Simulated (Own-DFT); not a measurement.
# How strain changes the stress of wurtzite AlN, 128 atoms (Al64N64)

Everything here is calculated. The program is Own-DFT (plane waves, in-house, since retired, never reviewed by a person); positions were held fixed, and spin and spin-orbit coupling were off.

Method: PBE; PseudoDojo norm-conserving scalar-relativistic files; cutoff 42 hartree; 3 x 3 x 3 k mesh centred on Gamma; Gaussian smearing of 0.01 eV.

Keep in mind: k mesh not checked against a denser one; stress not checked against mesh or cutoff.

Unstrained cell vectors in Å: (12.448, 0.000, 0.000); (-6.224, 10.780, 0.000); (0.000, 0.000, 9.964). The unstrained cell has measured lattice constants (interpolated for alloys), not those of this functional. That, the random moves and any unrelaxed bonds set the pressure at no strain. In each run the cell takes a homogeneous strain; fractional positions stay. Each coordinate of each atom was shifted by a normal deviate of width 0.05 Å. Strain is the symmetric tensor, in per cent. Stress is positive in tension, and the pressure is minus a third of its trace.

| run | e_xx (%) | e_yy (%) | e_zz (%) | e_yz (%) | e_xz (%) | e_xy (%) | s_xx (GPa) | s_yy (GPa) | s_zz (GPa) | s_yz (GPa) | s_xz (GPa) | s_xy (GPa) | P (GPa) | E (meV/atom) |
|---|---|---|---|---|---|---|---|---|---|---|---|---|---|---|
| 1 | -0.24 | 0.27 | -1.82 | 0.24 | 0.95 | -1.09 | -6.95 | -6.55 | -14.33 | 1.59 | 2.09 | -3.50 | 9.28 | 18.4 |
| 2 | 0.07 | -0.08 | 0.01 | 0.98 | -1.48 | -1.33 | -5.12 | -6.28 | -5.39 | 2.71 | -3.72 | -4.55 | 5.60 | 6.6 |
| 3 | -1.10 | -1.74 | 1.10 | -0.44 | -0.18 | 0.11 | -11.07 | -17.34 | -2.48 | -2.21 | -0.44 | -0.34 | 10.29 | 30.6 |
| 4 | 0.01 | 1.57 | 0.16 | -1.32 | -1.22 | 0.69 | -3.10 | 2.36 | -5.38 | -2.92 | -2.77 | 2.44 | 2.04 | 0.0 |
| 5 | 1.29 | -1.00 | 0.30 | 0.15 | 1.60 | 1.97 | -1.38 | -11.79 | -2.71 | 0.18 | 4.81 | 7.70 | 5.29 | 30.4 |
| 6 | -0.80 | 0.24 | -0.32 | -2.00 | 0.11 | 1.87 | -10.55 | -4.74 | -8.72 | -4.22 | 0.15 | 7.33 | 8.01 | 31.7 |
| 7 | -2.00 | -1.11 | 0.26 | -1.12 | -0.52 | 1.78 | -16.10 | -15.31 | -7.57 | -3.61 | -2.05 | 7.85 | 12.99 | 43.1 |
| 8 | -0.47 | 1.51 | 0.78 | -0.70 | -1.58 | 1.88 | -6.36 | 0.33 | -0.88 | -1.74 | -4.14 | 6.37 | 2.30 | 14.9 |
| 9 | -1.30 | -1.52 | 1.90 | -0.21 | -0.52 | 1.15 | -11.40 | -13.51 | -0.11 | -0.24 | -1.83 | 5.16 | 8.34 | 26.4 |
| 10 | -1.09 | 1.77 | 1.49 | 1.92 | 0.53 | 0.14 | -6.98 | 2.82 | -0.62 | 4.15 | 1.34 | 0.74 | 1.59 | 11.3 |
| 11 | -1.32 | 1.89 | 0.25 | -0.06 | 0.66 | 1.13 | -10.62 | 2.53 | -4.84 | 0.14 | 1.80 | 4.71 | 4.31 | 11.8 |
| 12 | 0.53 | -1.36 | 1.50 | -1.88 | 0.86 | 0.57 | -5.05 | -8.64 | 0.85 | -4.92 | 2.64 | 2.39 | 4.28 | 2.7 |
| 13 | 1.96 | 0.95 | 0.71 | 1.92 | -1.25 | -1.10 | 4.47 | 1.08 | -1.28 | 4.85 | -2.76 | -3.49 | -1.42 | 3.8 |
| 14 | -0.67 | -1.01 | -0.04 | -0.01 | -0.84 | -0.44 | -9.65 | -11.02 | -8.25 | 0.66 | -2.12 | -2.57 | 9.64 | 16.6 |
| 15 | 0.65 | 0.17 | -0.96 | -0.62 | 1.10 | 1.49 | -3.86 | -5.58 | -7.43 | -1.11 | 2.81 | 5.02 | 5.62 | 6.4 |
| 16 | -1.05 | -1.68 | 1.55 | 1.67 | 0.48 | -0.96 | ? | ? | ? | ? | ? | ? | ? | ? |

The last column gives the free energy per atom over the lowest of the runs shown.

## Working it out

Each stress component was fitted by least squares to a constant and the strains of the runs shown, as fractions, with shears doubled. Shear strains stay in the fit of a normal stress only where such slopes are resolved. The slopes, in GPa:

| stress | at no strain | per e_xx | per e_yy | per e_zz | scatter |
|---|---|---|---|---|---|
| s_xx | -5.9 | 441 ± 22 | 106 ± 18 | 67 ± 25 | 0.87 |
| s_yy | -6.3 | 115 ± 37 | 516 ± 31 | 87 ± 41 | 1.44 |
| s_zz | -5.8 | 119 ± 25 | 38 ± 21 | 425 ± 28 | 1.00 |

The slope of each shear stress on twice its own strain, from a fit on all six strains: yz 118 ± 10, xz 133 ± 4, xy 189 ± 14 GPa. These are stiffnesses along x, y and z of the frame in which the cell vectors are given, with the crystal's c axis along z: C11, C12, C13 and C33. Hexagonal symmetry asks that xx and yy behave alike, which is a second check on the noise. These are clamped-ion slopes: internal relaxation, where symmetry allows it, would soften some. The table should be nearly symmetric about its diagonal, and what it lacks of that shows the noise. A ninth of the table's sum, 213 ± 7 GPa, estimates the bulk modulus near the mean pressure of these runs, 5.9 GPa, so it lies above the value at zero pressure.

## The run left out

Question: what normal stresses and pressure should run 16 give?

Estimate: s_xx = -11.3, s_yy = -14.8, s_zz = -1.1 and P = 9.0 GPa. The run itself gave -11.16, -14.30, -0.58 and P = 8.68 GPa.
